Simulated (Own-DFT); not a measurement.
# Computed records: Si3N4 (beta silicon nitride, strained, atoms displaced)

A calculation, not a measurement: plane-wave PBE density functional theory by an unreviewed code, no spin, of a simulated periodic cell, stress positive in tension, free energy of the whole cell less one offset for each atom, forces on such cells moved up to 12 meV/angstrom on a denser k mesh; offsets are fitted by least squares, one for each functional and potential file, so energies compare only between cells with the same atoms and settings and are not formation energies; the far tail of each file's local potential was reset to the Coulomb form; each entry is a single point on an unrelaxed cell, so the pressure reflects the starting lattice, mostly measured values (interpolated for alloys), from which strain is counted, and rises with the displacements; printed positions are rounded, which can move forces by about a meV/angstrom; the program, named Own-DFT, is a retired in-house code; no spin-orbit coupling; before rounding, a Quantum ESPRESSO 7.3.1 run of the same cell and cutoff gave forces within 1 meV/angstrom rms on each cell, which checks the program and not the settings. Program: Own-DFT development build.

Common to all runs: functional PBE; potential files PseudoDojo norm-conserving, scalar-relativistic, standard set; wave cutoff 42 hartree; occupations Fermi-Dirac; smearing width 0.1 eV; k mesh 2 x 2 x 4 centred on Gamma.

```json
{"entry": 1, "formula": "Si3N4", "kind": "beta silicon nitride, strained, atoms displaced", "structure": {"cell_angstrom": [[15.2944, 0.1421, -0.2969], [-7.5241, 12.9628, -0.0985], [-0.1135, -0.1091, 5.811]], "atoms_fractional": [["Si", 0.08857, 0.38391, 0.12096], ["Si", 0.11447, 0.2077, 0.12099], ["Si", 0.29357, 0.41221, 0.13655], ["Si", 0.41509, 0.11306, 0.38186], ["Si", 0.38016, 0.2942, 0.37521], ["Si", 0.20599, 0.09343, 0.37442], ["N", 0.17063, 0.01308, 0.13207], ["N", 0.48416, 0.14683, 0.13373], ["N", 0.34886, 0.33617, 0.12848], ["N", 0.333, 0.49014, 0.3765], ["N", 0.01563, 0.34929, 0.37332], ["N", 0.15498, 0.17103, 0.36821], ["N", 0.16609, 0.33655, 0.13431], ["N", 0.32229, 0.16189, 0.36764], ["Si", 0.08448, 0.38481, 0.62077], ["Si", 0.11372, 0.20586, 0.63074], ["Si", 0.30056, 0.41712, 0.6307], ["Si", 0.40949, 0.11177, 0.87967], ["Si", 0.38376, 0.30054, 0.87514], ["Si", 0.20906, 0.08501, 0.87573], ["N", 0.17011, 0.01917, 0.6222], ["N", 0.48217, 0.15212, 0.61863], ["N", 0.3488, 0.32666, 0.63788], ["N", 0.33467, 0.48959, 0.89587], ["N", 0.01813, 0.35391, 0.86265], ["N", 0.15208, 0.17467, 0.88177], ["N", 0.16864, 0.33245, 0.61842], ["N", 0.33052, 0.16173, 0.88196], ["Si", 0.08764, 0.88408, 0.13141], ["Si", 0.11845, 0.70399, 0.13208], ["Si", 0.30404, 0.91628, 0.13566], ["Si", 0.41128, 0.61229, 0.38107], ["Si", 0.38453, 0.79978, 0.37695], ["Si", 0.20561, 0.58881, 0.36735], ["N", 0.16465, 0.51223, 0.12813], ["N", 0.48871, 0.65244, 0.10936], ["N", 0.34994, 0.83183, 0.10729], ["N", 0.33643, 0.98084, 0.36713], ["N", 0.01197, 0.84888, 0.38788], ["N", 0.14752, 0.66867, 0.37126], ["N", 0.16612, 0.82874, 0.12293], ["N", 0.3328, 0.6668, 0.37429], ["Si", 0.08796, 0.88213, 0.62174], ["Si", 0.11988, 0.70576, 0.62826], ["Si", 0.29562, 0.91684, 0.60986], ["Si", 0.4127, 0.61802, 0.86958], ["Si", 0.38477, 0.79695, 0.87934], ["Si", 0.19568, 0.58054, 0.87528], ["N", 0.16431, 0.5141, 0.6163], ["N", 0.48623, 0.6487, 0.61479], ["N", 0.34708, 0.83689, 0.62997], ["N", 0.33372, 0.98456, 0.86905], ["N", 0.01591, 0.84811, 0.87349], ["N", 0.1488, 0.66358, 0.89459], ["N", 0.16402, 0.83068, 0.63248], ["N", 0.33377, 0.6704, 0.87913], ["Si", 0.58549, 0.38303, 0.13457], ["Si", 0.61604, 0.20111, 0.12007], ["Si", 0.80248, 0.417, 0.14316], ["Si", 0.91163, 0.10816, 0.37693], ["Si", 0.88037, 0.29851, 0.36687], ["Si", 0.69918, 0.08288, 0.38402], ["N", 0.67228, 0.02075, 0.1242], ["N", 0.98013, 0.14519, 0.11218], ["N", 0.85058, 0.33908, 0.12439], ["N", 0.83348, 0.48087, 0.37187], ["N", 0.51578, 0.35172, 0.36646], ["N", 0.64774, 0.157, 0.38797], ["N", 0.66552, 0.33959, 0.12615], ["N", 0.82941, 0.17357, 0.36187], ["Si", 0.58718, 0.38006, 0.63846], ["Si", 0.61172, 0.19962, 0.61461], ["Si", 0.79561, 0.42131, 0.61922], ["Si", 0.91264, 0.10865, 0.87477], ["Si", 0.88149, 0.29626, 0.86374], ["Si", 0.69199, 0.07776, 0.86311], ["N", 0.66899, 0.01701, 0.62829], ["N", 0.9896, 0.15661, 0.63153], ["N", 0.85247, 0.33993, 0.64111], ["N", 0.83458, 0.48245, 0.87852], ["N", 0.51427, 0.34733, 0.8878], ["N", 0.65034, 0.16616, 0.88055], ["N", 0.66968, 0.3324, 0.61552], ["N", 0.83662, 0.17337, 0.87093], ["Si", 0.582, 0.88439, 0.11862], ["Si", 0.61647, 0.70309, 0.14693], ["Si", 0.79815, 0.91422, 0.13253], ["Si", 0.90897, 0.62057, 0.37899], ["Si", 0.88681, 0.79513, 0.37195], ["Si", 0.69684, 0.58781, 0.37224], ["N", 0.66774, 0.50799, 0.13199], ["N", 0.98192, 0.65, 0.1276], ["N", 0.84943, 0.83543, 0.11784], ["N", 0.8326, 0.98546, 0.36881], ["N", 0.51844, 0.85036, 0.36971], ["N", 0.6581, 0.67132, 0.37913], ["N", 0.67287, 0.83881, 0.1327], ["N", 0.83984, 0.67057, 0.37548], ["Si", 0.5812, 0.88354, 0.63409], ["Si", 0.61913, 0.70967, 0.61633], ["Si", 0.79378, 0.90772, 0.63003], ["Si", 0.91691, 0.61322, 0.87196], ["Si", 0.8905, 0.79681, 0.87184], ["Si", 0.70494, 0.58751, 0.87484], ["N", 0.66832, 0.51823, 0.61173], ["N", 0.98269, 0.65332, 0.61824], ["N", 0.85202, 0.8336, 0.62808], ["N", 0.84154, 0.99376, 0.88493], ["N", 0.51568, 0.85057, 0.86873], ["N", 0.65114, 0.66586, 0.86641], ["N", 0.66652, 0.83406, 0.62603], ["N", 0.83278, 0.66713, 0.88291]]}, "results": {"free_energy_of_cell_above_offsets [eV]": "-4.106", "pressure [GPa]": 10.96, "stress_xx [GPa]": -5.1, "stress_yy [GPa]": -16.15, "stress_zz [GPa]": -11.64, "stress_yz [GPa]": -7.23, "stress_xz [GPa]": -6.75, "stress_xy [GPa]": 2.48, "force_element": ["Si", "Si", "Si", "Si", "Si", "Si", "N", "N", "N", "N", "N", "N", "N", "N", "Si", "Si", "Si", "Si", "Si", "Si", "N", "N", "N", "N", "N", "N", "N", "N", "Si", "Si", "Si", "Si", "Si", "Si", "N", "N", "N", "N", "N", "N", "N", "N", "Si", "Si", "Si", "Si", "Si", "Si", "N", "N", "N", "N", "N", "N", "N", "N", "Si", "Si", "Si", "Si", "Si", "Si", "N", "N", "N", "N", "N", "N", "N", "N", "Si", "Si", "Si", "Si", "Si", "Si", "N", "N", "N", "N", "N", "N", "N", "N", "Si", "Si", "Si", "Si", "Si", "Si", "N", "N", "N", "N", "N", "N", "N", "N", "Si", "Si", "Si", "Si", "Si", "Si", "N", "N", "N", "N", "N", "N", "N", "N"], "force_x [eV/angstrom]": [-2.997, -0.167, 0.048, -3.466, 1.501, -4.092, -0.553, 0.17, -0.091, 0.361, -1.229, -1.744, 1.205, 7.657, 1.451, 2.54, -1.062, 0.434, 2.451, -3.932, -0.195, 1.274, -3.062, 0.2, -0.724, 2.726, -0.426, 1.888, 0.323, -3.55, -2.305, -0.263, 0.262, -1.396, 0.163, -0.324, -0.983, 0.085, 1.683, 3.412, 0.291, 0.681, -0.857, -1.369, -0.696, 0.127, -0.216, 1.373, 0.21, 0.503, 1.411, 0.22, 1.248, 0.325, 1.382, 0.16, 0.093, -0.556, -2.235, -1.216, 1.453, 3.241, -1.357, 2.744, 0.715, -0.312, -2.029, -2.935, 3.531, 2.115, -0.496, 0.981, 2.178, -2.318, 1.663, 2.844, -0.468, -2.116, -2.2, -0.408, -0.868, -0.749, -1.885, 0.132, 4.313, -0.158, 0.785, 4.621, -2.626, 4.614, -0.939, 1.702, 1.367, -0.079, -2.359, -1.713, -2.84, -6.132, 3.212, 0.514, 1.302, -2.14, -2.235, -0.066, -0.135, 2.516, -0.854, -1.584, -1.866, -0.759, -1.699, 1.634], "force_y [eV/angstrom]": [-1.067, -2.062, -0.031, 0.841, 0.234, -3.687, 0.185, -0.276, 0.345, -3.427, -0.295, 0.101, 0.051, 3.267, -1.098, -0.946, -1.801, 2.027, -2.47, 0.207, -2.169, 0.262, 3.289, -1.508, -0.317, -2.264, 3.386, 3.318, -0.85, -1.219, -4.233, 3.491, -0.719, -0.041, 1.566, -0.116, 1.751, 3.463, 1.086, -2.019, 3.908, 0.967, 1.558, -2.809, -2.424, 0.473, -0.05, 1.387, 1.662, 0.656, -0.226, -0.974, 1.007, -0.457, 2.791, -2.448, -0.351, 1.898, -3.318, 5.713, 1.657, 2.845, -3.659, 1.625, -0.399, 5.873, -1.352, 1.344, -3.198, -4.87, 0.992, 1.169, -3.292, 8.715, 1.373, 6.974, -4.97, -2.376, 1.644, 1.614, -0.107, -0.982, -0.494, -5.191, 1.51, 1.709, -0.404, -2.776, 2.086, -1.287, 4.445, 0.641, -0.269, -1.673, -0.393, 0.674, -1.724, -1.604, 0.767, -3.435, 2.198, 0.403, -0.242, 0.004, -1.992, 0.304, 0.663, -10.38, -0.654, 0.096, 2.124, -0.954], "force_z [eV/angstrom]": [0.762, 1.067, -1.642, -3.733, 0.098, 0.503, -1.149, -0.151, -0.241, 1.755, -2.264, 1.247, -0.253, 0.232, 0.191, -1.221, 0.624, -0.373, 3.946, 1.7, -0.755, 3.946, -4.45, -1.957, 1.246, -0.589, 0.31, -0.149, 0.14, -1.204, -7.085, -3.485, -0.3, 1.818, -1.234, 3.579, 4.139, 3.72, -3.08, 3.179, 0.489, 0.087, 2.324, 0.733, 2.688, -0.35, -2.996, 0.366, -0.105, 2.154, -1.538, 1.026, -0.219, -3.042, -0.643, -0.493, 0.155, 2.122, -7.104, -1.041, 2.399, -1.576, -0.794, 4.97, -1.133, 4.615, 2.9, -1.804, -0.024, 0.94, -1.577, 2.106, 1.501, -2.908, 2.85, 5.792, -3.181, -0.801, -5.362, 0.733, -2.534, -1.953, 0.434, -0.27, 2.17, -5.796, -3.21, -2.453, -0.202, -0.258, -1.411, 1.264, 0.646, 4.06, 0.228, 0.922, -0.19, 0.027, -2.386, 2.899, 0.042, -0.006, 0.974, 0.501, 1.978, 2.351, -1.341, -1.179, -0.044, 1.788, 0.212, -0.415]}}
{"entry": 2, "formula": "Si3N4", "kind": "beta silicon nitride, strained, atoms displaced", "structure": {"cell_angstrom": [[15.168, -0.1321, 0.1158], [-7.6984, 13.0395, 0.151], [0.0443, 0.0923, 5.8545]], "atoms_fractional": [["Si", 0.08827, 0.38643, 0.12502], ["Si", 0.12188, 0.20087, 0.12506], ["Si", 0.29774, 0.4076, 0.11939], ["Si", 0.40843, 0.1128, 0.36488], ["Si", 0.38614, 0.30242, 0.36687], ["Si", 0.19626, 0.08554, 0.37973], ["N", 0.16907, 0.01587, 0.11733], ["N", 0.47825, 0.14702, 0.12751], ["N", 0.35316, 0.33202, 0.11983], ["N", 0.33265, 0.48865, 0.36869], ["N", 0.0177, 0.35054, 0.36746], ["N", 0.15487, 0.16551, 0.39045], ["N", 0.17288, 0.3414, 0.11551], ["N", 0.32943, 0.16583, 0.37378], ["Si", 0.08985, 0.38892, 0.61805], ["Si", 0.11956, 0.20634, 0.61491], ["Si", 0.29861, 0.41703, 0.64705], ["Si", 0.41605, 0.11673, 0.86318], ["Si", 0.38579, 0.29711, 0.8856], ["Si", 0.20117, 0.08743, 0.87324], ["N", 0.16518, 0.01777, 0.6077], ["N", 0.48524, 0.15268, 0.62807], ["N", 0.3511, 0.33624, 0.6318], ["N", 0.33614, 0.49067, 0.86871], ["N", 0.01826, 0.35228, 0.8831], ["N", 0.15289, 0.17027, 0.8701], ["N", 0.16746, 0.33615, 0.6231], ["N", 0.32576, 0.15591, 0.8807], ["Si", 0.09074, 0.88601, 0.1012], ["Si", 0.11128, 0.6933, 0.10553], ["Si", 0.29728, 0.91412, 0.13074], ["Si", 0.41819, 0.6189, 0.37689], ["Si", 0.38689, 0.80538, 0.38157], ["Si", 0.20554, 0.58527, 0.37344], ["N", 0.16486, 0.51765, 0.12355], ["N", 0.48192, 0.64943, 0.11424], ["N", 0.35246, 0.83292, 0.13914], ["N", 0.34111, 0.99245, 0.36718], ["N", 0.01921, 0.85851, 0.37413], ["N", 0.14986, 0.66595, 0.37586], ["N", 0.16563, 0.82907, 0.11182], ["N", 0.33682, 0.66698, 0.3561], ["Si", 0.08903, 0.88632, 0.64621], ["Si", 0.12594, 0.70315, 0.63333], ["Si", 0.3036, 0.92266, 0.61872], ["Si", 0.41428, 0.61446, 0.88], ["Si", 0.38777, 0.79409, 0.87223], ["Si", 0.19843, 0.58938, 0.86139], ["N", 0.16576, 0.51058, 0.62026], ["N", 0.4749, 0.64062, 0.63243], ["N", 0.34978, 0.83663, 0.62411], ["N", 0.33404, 0.97976, 0.87973], ["N", 0.01205, 0.84612, 0.88051], ["N", 0.15188, 0.66399, 0.89218], ["N", 0.16709, 0.83067, 0.63804], ["N", 0.33763, 0.67578, 0.88644], ["Si", 0.58428, 0.37961, 0.12029], ["Si", 0.61534, 0.20232, 0.12247], ["Si", 0.79592, 0.40893, 0.13277], ["Si", 0.91645, 0.12049, 0.38392], ["Si", 0.88798, 0.29944, 0.36508], ["Si", 0.70105, 0.08913, 0.38512], ["N", 0.66554, 0.01414, 0.11991], ["N", 0.98188, 0.14639, 0.11974], ["N", 0.85018, 0.33849, 0.12171], ["N", 0.84018, 0.4898, 0.37505], ["N", 0.51322, 0.34757, 0.37605], ["N", 0.64853, 0.16572, 0.37065], ["N", 0.66373, 0.32785, 0.12803], ["N", 0.83457, 0.16557, 0.37277], ["Si", 0.58572, 0.37832, 0.63851], ["Si", 0.6189, 0.20437, 0.62329], ["Si", 0.8002, 0.40704, 0.6316], ["Si", 0.91538, 0.11823, 0.86674], ["Si", 0.88272, 0.30508, 0.8845], ["Si", 0.70013, 0.08524, 0.87004], ["N", 0.66707, 0.0156, 0.62313], ["N", 0.97943, 0.14668, 0.6107], ["N", 0.84957, 0.33652, 0.62745], ["N", 0.83796, 0.48663, 0.88444], ["N", 0.5175, 0.35324, 0.88365], ["N", 0.64732, 0.16507, 0.87], ["N", 0.66556, 0.32653, 0.62305], ["N", 0.83164, 0.16007, 0.87934], ["Si", 0.59107, 0.88164, 0.12001], ["Si", 0.61297, 0.6978, 0.1235], ["Si", 0.80142, 0.91396, 0.13531], ["Si", 0.90368, 0.6106, 0.38397], ["Si", 0.88987, 0.80023, 0.36102], ["Si", 0.70166, 0.58555, 0.3688], ["N", 0.66302, 0.51412, 0.12315], ["N", 0.98561, 0.64966, 0.12632], ["N", 0.85167, 0.83774, 0.1205], ["N", 0.82896, 0.97975, 0.36937], ["N", 0.51581, 0.84798, 0.36921], ["N", 0.65012, 0.66476, 0.38152], ["N", 0.66348, 0.82986, 0.11841], ["N", 0.82839, 0.66737, 0.37762], ["Si", 0.5876, 0.88448, 0.61431], ["Si", 0.62119, 0.70273, 0.62331], ["Si", 0.79576, 0.91124, 0.62215], ["Si", 0.91217, 0.62137, 0.87328], ["Si", 0.87887, 0.7999, 0.87909], ["Si", 0.70554, 0.5954, 0.87451], ["N", 0.66705, 0.51989, 0.61707], ["N", 0.98193, 0.65762, 0.61879], ["N", 0.84088, 0.83054, 0.63717], ["N", 0.83637, 0.98866, 0.87313], ["N", 0.51593, 0.85264, 0.87446], ["N", 0.6507, 0.66977, 0.86467], ["N", 0.66928, 0.8295, 0.63277], ["N", 0.82891, 0.66658, 0.88389]]}, "results": {"free_energy_of_cell_above_offsets [eV]": "-5.276", "pressure [GPa]": 11.58, "stress_xx [GPa]": -10.32, "stress_yy [GPa]": -15.89, "stress_zz [GPa]": -8.52, "stress_yz [GPa]": 4.42, "stress_xz [GPa]": 2.45, "stress_xy [GPa]": -1.18, "force_element": ["Si", "Si", "Si", "Si", "Si", "Si", "N", "N", "N", "N", "N", "N", "N", "N", "Si", "Si", "Si", "Si", "Si", "Si", "N", "N", "N", "N", "N", "N", "N", "N", "Si", "Si", "Si", "Si", "Si", "Si", "N", "N", "N", "N", "N", "N", "N", "N", "Si", "Si", "Si", "Si", "Si", "Si", "N", "N", "N", "N", "N", "N", "N", "N", "Si", "Si", "Si", "Si", "Si", "Si", "N", "N", "N", "N", "N", "N", "N", "N", "Si", "Si", "Si", "Si", "Si", "Si", "N", "N", "N", "N", "N", "N", "N", "N", "Si", "Si", "Si", "Si", "Si", "Si", "N", "N", "N", "N", "N", "N", "N", "N", "Si", "Si", "Si", "Si", "Si", "Si", "N", "N", "N", "N", "N", "N", "N", "N"], "force_x [eV/angstrom]": [1.649, -3.332, 0.49, -1.19, 0.31, 3.783, -1.12, 2.852, -2.592, 1.035, -0.704, -2.625, -1.264, 0.386, -0.447, -1.991, 0.666, -2.356, 0.35, -0.89, -0.084, 0.867, 0.037, -0.104, -1.683, 0.538, -0.298, 2.952, 0.509, -2.479, 1.184, -2.24, 1.407, 0.016, -0.296, 2.371, -2.271, -0.704, 0.728, 1.276, -0.155, -0.747, 0.589, -3.72, -0.348, -3.001, -2.781, 5.119, -0.327, 4.354, -0.092, 0.371, -1.207, 0.495, -0.023, 0.057, 1.225, -1.284, -2.164, -2.147, -0.428, 1.241, -0.555, 2.615, 0.938, -0.419, 1.461, 0.537, -0.246, -1.466, 0.496, -1.07, -4.467, -0.798, 3.929, 0.741, -0.479, 4.595, 3.887, -0.211, -1.06, 1.211, -0.555, -1.747, -2.237, -0.292, -2.615, 1.791, -0.843, -1.062, -0.174, -2.504, 0.173, 0.612, 0.866, -0.302, 2.886, 2.061, 0.82, -3.548, 0.238, 0.979, 1.607, -1.676, -0.042, 1.711, 2.337, 0.351, 1.84, 1.376, -3.709, 2.257], "force_y [eV/angstrom]": [0.637, 1.309, 4.431, 6.143, -2.631, 0.502, 0.163, 1.731, 1.747, -2.725, -0.131, 1.544, -4.399, 0.835, -4.63, 0.287, -0.531, -1.851, -2.796, -0.622, -2.593, 0.234, 0.35, -3.343, -0.42, -0.999, -0.678, 4.654, -1.534, 3.738, -2.756, -0.544, -3.304, 2.231, -0.077, 0.518, 2.073, -5.832, 0.003, -1.454, 0.646, 1.153, -1.872, 0.398, -3.318, 2.686, 6.127, -1.546, 4.835, 2.744, 0.527, 2.798, 0.182, -0.629, 2.627, -8.327, 1.591, -2.458, 3.441, -3.121, -1.443, -0.847, 0.671, 1.395, -0.814, -7.488, 0.644, -0.28, 2.358, 1.766, 2.39, -3.372, 4.938, -0.689, -3.689, 0.057, -0.282, 2.471, -2.271, -1.694, -1.352, -0.68, 4.633, 4.177, 0.711, 1.226, -0.108, 6.348, -0.145, -0.114, 0.055, -0.947, -0.154, 2.914, 0.576, -0.545, -0.187, 0.692, -1.626, -0.292, 1.583, -0.422, -1.084, -3.959, -2.958, -0.177, -0.214, -2.339, 0.692, -1.64, 1.243, 2.505], "force_z [eV/angstrom]": [-1.436, 0.222, 1.717, 2.445, 3.617, -4.459, 1.089, -2.865, 0.71, 0.361, 2.029, -3.302, 0.393, -0.008, 1.141, 2.139, -4.987, 3.417, -3.701, -1.678, 6.131, -3.268, 0.037, 2.921, -1.552, -0.245, -0.063, -0.471, 4.637, 7.664, -0.379, -0.46, -0.463, -1.754, -0.7, 1.818, -2.855, 0.547, 0.116, -0.03, 0.525, 1.648, -4.671, -2.284, 1.851, -0.003, 1.323, 2.075, 1.117, -2.186, 1.133, -1.758, -0.441, -6.12, -0.55, -1.316, 2.616, -0.328, -0.155, -5.102, 1.595, -3.621, 1.77, 0.748, 2.414, 0.41, 0.863, 0.53, -0.053, 0.177, -3.32, -0.667, 0.281, 1.608, -2.369, 0.935, 0.626, 2.978, -1.133, -1.331, -0.649, 0.701, 0.328, -0.333, -0.401, 0.013, -3.322, -0.872, 2.808, -0.518, -0.436, -0.674, 1.504, 1.846, 1.112, -2.662, 0.53, -0.519, 1.081, -0.897, 1.79, 0.786, -1.393, -1.093, 2.827, 0.896, -2.421, -0.269, -0.641, 3.118, -0.678, 0.147]}}
```
